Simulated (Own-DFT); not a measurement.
Simulation results for GaP (zincblende, atoms displaced)

All values are calculated (Own-DFT development build). A calculation, not a measurement: plane-wave PBE density functional theory by an unreviewed code, no spin, of a simulated periodic cell, stress positive in tension, free energy of the whole cell less one offset for each atom, forces on such cells passed a denser k mesh, this cell's mesh not checked; offsets are fitted by least squares, one for each functional and potential file, so energies compare only between cells with the same atoms and settings and are not formation energies; the far tail of each file's local potential was reset to the Coulomb form; each entry is a single point on an unrelaxed cell, so the pressure reflects the starting lattice, mostly measured values (interpolated for alloys), from which strain is counted, and rises with the displacements; printed positions are rounded, which can move forces by about a meV/angstrom; the program, named Own-DFT, is a retired in-house code; no spin-orbit coupling.

Settings shared by all entries: functional PBE; potential files PseudoDojo norm-conserving, scalar-relativistic, standard set; wave cutoff 42 hartree; occupations Fermi-Dirac; smearing width 0.1 eV; hardware one NVIDIA H100; k mesh 3 x 3 x 3 centred on Gamma.

(1) 
```xyz
64
Lattice="10.9010 0.0000 0.0000 0.0000 10.9010 0.0000 0.0000 0.0000 10.9010" Properties=species:S:1:pos:R:3:force_x:R:1:force_y:R:1:force_z:R:1 formula=GaP free_energy_of_cell_above_offsets=-35.705 pressure=2.72 stress_xx=-2.72 stress_yy=-2.73 stress_zz=-2.73 stress_yz=0.13 stress_xz=0.08 stress_xy=-0.24 wall_time=524.1
Ga    10.9003    10.8805     0.0002      0.055       0.07     -0.172
Ga     0.0194     2.7027     2.6947     -0.379      0.315      0.313
Ga     2.7229     0.0410     2.7313      0.065     -0.182     -0.023
Ga     2.6999     2.7169     0.0008      0.042      0.347     -0.179
P      1.3497     1.3630     1.3448       0.14     -0.154       0.01
P      1.3471     4.0687     4.1447     -0.037      0.298     -0.794
P      4.1216     1.3496     4.0965     -0.447       0.45      0.044
P      4.0855     4.0901     1.3458     -0.023     -0.035       0.22
Ga     0.0333    10.8807     5.4336     -0.354      0.234     -0.004
Ga    10.8800     2.7134     8.1750      0.213      0.144     -0.235
Ga     2.7223     0.0068     8.2133     -0.122     -0.092     -0.469
Ga     2.7132     2.7525     5.4702        0.3     -0.482     -0.199
P      1.3661     1.3581     6.7791      0.021     -0.027      0.531
P      1.3178     4.1411     9.5434      0.449      -0.88     -0.211
P      4.0696     1.3605     9.5394      0.078      0.171      0.196
P      4.0733     4.0711     6.8133      0.203      0.237      0.256
Ga     0.0102     5.4307     0.0018      -0.47      0.518      0.224
Ga    10.8853     8.1977     2.7686     -0.068     -0.206     -0.646
Ga     2.7250     5.4705     2.7412     -0.135     -0.287     -0.036
Ga     2.7063     8.1884     0.0054      0.628     -0.192      0.242
P      1.3567     6.8226     1.3528     -0.178      0.002       0.33
P      1.3519     9.5343     4.0712      0.396      0.178      0.043
P      4.0821     6.8200     4.1043       0.19     -0.054      0.018
P      4.1101     9.5670     1.3934     -0.435     -0.412     -0.054
Ga    10.8776     5.4657     5.4512      0.108     -0.135      0.153
Ga    10.8759     8.1720     8.1855      0.133     -0.114      0.036
Ga     2.7163     5.4490     8.1981      0.089      0.014     -0.244
Ga     2.7027     8.1834     5.4446       0.16     -0.017      0.323
P      1.3518     6.7937     6.8252      0.023      0.266     -0.061
P      1.3861     9.5097     9.5585     -0.433      0.275     -0.285
P      4.0999     6.8032     9.5189     -0.206      0.086      0.381
P      4.1062     9.5431     6.8385     -0.443     -0.064     -0.196
Ga     5.4155    10.8801    10.8974       0.28      0.377      0.116
Ga     5.4680     2.7293     2.7324     -0.256     -0.043     -0.257
Ga     8.1509    10.8877     2.7421      0.245      0.112     -0.458
Ga     8.1562     2.7487    10.8660      0.258     -0.467        0.3
P      6.8106     1.3658     1.3693     -0.015     -0.059     -0.339
P      6.8111     4.0916     4.0683      0.016     -0.039       0.19
P      9.5335     1.3252     4.0565      0.076      0.385      0.367
P      9.5098     4.0998     1.3442      0.433     -0.315      0.113
Ga     5.4334    10.8848     5.4438      0.356     -0.099      0.157
Ga     5.4381     2.7017     8.1744      0.148      0.305       0.15
Ga     8.1635    10.8850     8.1710      0.158      0.072      0.031
Ga     8.1431     2.7309     5.4493      0.343     -0.238     -0.012
P      6.8009     1.3488     6.8354      0.016      0.011     -0.357
P      6.8692     4.1092     9.5222     -0.973     -0.206     -0.059
P      9.5511     1.3520     9.5267     -0.248     -0.053      0.192
P      9.5337     4.0948     6.8058      -0.27      0.013      0.141
Ga     5.4674     5.4553    10.8983     -0.089     -0.153     -0.148
Ga     5.4705     8.1618     2.7327     -0.197      0.187       0.12
Ga     8.1948     5.4191     2.7336     -0.234      0.626     -0.201
Ga     8.1647     8.1881    10.8922     -0.013     -0.005     -0.089
P      6.7847     6.8431     1.3368      0.501     -0.404       0.37
P      6.8479     9.5327     4.0830     -0.452     -0.166      0.248
P      9.5351     6.8297     4.1073      -0.05     -0.278     -0.307
P      9.5330     9.5485     1.3384     -0.104     -0.165      0.366
Ga     5.4691     5.4244     5.4571     -0.288       0.16     -0.052
Ga     5.4381     8.1862     8.2053      0.144     -0.248     -0.453
Ga     8.1677     5.4860     8.2072      0.041     -0.264     -0.861
Ga     8.1636     8.1437     5.4488      0.275      0.505      0.182
P      6.8139     6.8184     6.7843     -0.232     -0.067       0.55
P      6.7804     9.5457     9.5276      0.319      0.014      0.179
P      9.4955     6.7873     9.5291      0.579       0.49      0.448
P      9.5647     9.5550     6.8150     -0.329     -0.257     -0.139
```

Units: free_energy_of_cell_above_offsets in eV; pressure, stress_xx, stress_yy, stress_zz, stress_yz, stress_xz, stress_xy in GPa; wall_time in s; force_x, force_y, force_z in eV/Å.

(2) 
```xyz
64
Lattice="10.9010 0.0000 0.0000 0.0000 10.9010 0.0000 0.0000 0.0000 10.9010" Properties=species:S:1:pos:R:3:force_x:R:1:force_y:R:1:force_z:R:1 formula=GaP free_energy_of_cell_above_offsets=-35.721 pressure=2.72 stress_xx=-2.71 stress_yy=-2.71 stress_zz=-2.72 stress_yz=0.18 stress_xz=0.14 stress_xy=-0.25 wall_time=502.5
Ga     0.0122    10.9006    10.8911     -0.053      0.148      0.053
Ga    10.8860     2.7059     2.7513      0.135     -0.031     -0.092
Ga     2.7410    10.8895     2.7086     -0.127     -0.122      0.053
Ga     2.7315     2.7112     0.0245     -0.059     -0.077     -0.339
P      1.3755     1.3553     1.3652     -0.185     -0.018      0.086
P      1.3469     4.0837     4.0996      0.279     -0.049     -0.179
P      4.0785     1.3616     4.0557      0.176      0.035       0.27
P      4.0717     4.0916     1.3142      0.361      0.035      0.696
Ga     0.0102    10.8975     5.4890      0.026      0.162     -0.473
Ga    10.8834     2.7221     8.1885       0.42      0.092     -0.057
Ga     2.7231     0.0082     8.1790      0.069      0.166      0.198
Ga     2.7337     2.7261     5.4618     -0.117     -0.058      -0.23
P      1.3619     1.3577     6.8097      0.026      0.246      0.236
P      1.3838     4.0701     9.5572     -0.079      0.062     -0.219
P      4.1270     1.3993     9.5323     -0.561     -0.406      0.067
P      4.0945     4.1013     6.7777     -0.046     -0.261      0.688
Ga     0.0045     5.4336     0.0050      0.106      0.048     -0.282
Ga    10.8660     8.1959     2.7197      0.686     -0.309      0.284
Ga     2.7368     5.4617     2.7137     -0.114     -0.292       0.13
Ga     2.7322     8.1728     0.0195     -0.271     -0.156      -0.11
P      1.3507     6.7736     1.3676      0.002      0.573      0.038
P      1.3592     9.5612     4.1014      0.042     -0.252     -0.177
P      4.0818     6.8172     4.0781      0.164     -0.033      0.292
P      4.1066     9.5123     1.3532     -0.071      0.116      0.203
Ga    10.8560     5.3937     5.4436      0.542       0.87     -0.134
Ga     0.0156     8.1586     8.1770     -0.081      0.203      0.158
Ga     2.7322     5.4736     8.1907      0.011     -0.434     -0.069
Ga     2.7300     8.1968     5.4789     -0.288     -0.314     -0.281
P      1.3689     6.8017     6.8526      -0.19     -0.105     -0.677
P      1.3650     9.5535     9.5549      0.126     -0.232     -0.157
P      4.0842     6.8381     9.5130      0.122     -0.201      0.497
P      4.0558     9.5541     6.8082      0.551     -0.006      0.178
Ga     5.4176    10.8981     0.0043      0.233      0.166     -0.072
Ga     5.4699     2.7149     2.7238      -0.16      0.378     -0.056
Ga     8.1701    10.8778     2.7265     -0.011     -0.022      -0.34
Ga     8.1750     2.6946    10.8685      0.289      0.241      0.346
P      6.8062     1.3847     1.3333      0.141     -0.486      0.305
P      6.8351     4.1092     4.1005     -0.218     -0.154     -0.244
P      9.5231     1.3255     4.0891      0.102      0.185      0.161
P      9.5805     4.0738     1.3395     -0.623     -0.171      0.199
Ga     5.4530    10.8881     5.4300     -0.187      0.152      0.078
Ga     5.4739     2.7176     8.1871       0.06      0.288     -0.386
Ga     8.1700     0.0003     8.1765      0.314     -0.095     -0.145
Ga     8.1825     2.7399     5.4440      0.149     -0.162      0.122
P      6.8292     1.3397     6.8069     -0.163      0.263     -0.119
P      6.8350     4.0664     9.5640     -0.172      0.466     -0.293
P      9.5381     1.3655     9.5249      0.039     -0.269      0.064
P      9.5714     4.1068     6.8194     -0.604       -0.5      0.134
Ga     5.4546     5.4746     0.0195     -0.106     -0.135     -0.457
Ga     5.4695     8.1675     2.7276     -0.218      0.028      0.172
Ga     8.1389     5.4481     2.6682      0.671     -0.106      0.383
Ga     8.1480     8.1514     0.0312      0.402      0.261     -0.513
P      6.8082     6.8233     1.3668     -0.205     -0.088     -0.038
P      6.8113     9.5164     4.1002        0.1       0.06     -0.094
P      9.5303     6.8363     4.0826     -0.188      -0.45     -0.039
P      9.5838     9.5019     1.3423     -0.699      0.513     -0.056
Ga     5.4649     5.4341     5.4808     -0.239      0.196     -0.614
Ga     5.4433     8.1618     8.1765      0.105       0.57     -0.002
Ga     8.1882     5.4492     8.1665     -0.195     -0.083      0.152
Ga     8.1850     8.1777     5.4741     -0.124     -0.175       0.03
P      6.7699     6.7874     6.8249      0.617      0.346      0.035
P      6.8286     9.5817     9.5547     -0.231     -0.601      -0.06
P      9.5413     6.7957     9.5324     -0.104      0.199      0.193
P      9.5723     9.5451     6.7980     -0.378     -0.219      0.501
```

Units: free_energy_of_cell_above_offsets in eV; pressure, stress_xx, stress_yy, stress_zz, stress_yz, stress_xz, stress_xy in GPa; wall_time in s; force_x, force_y, force_z in eV/Å.
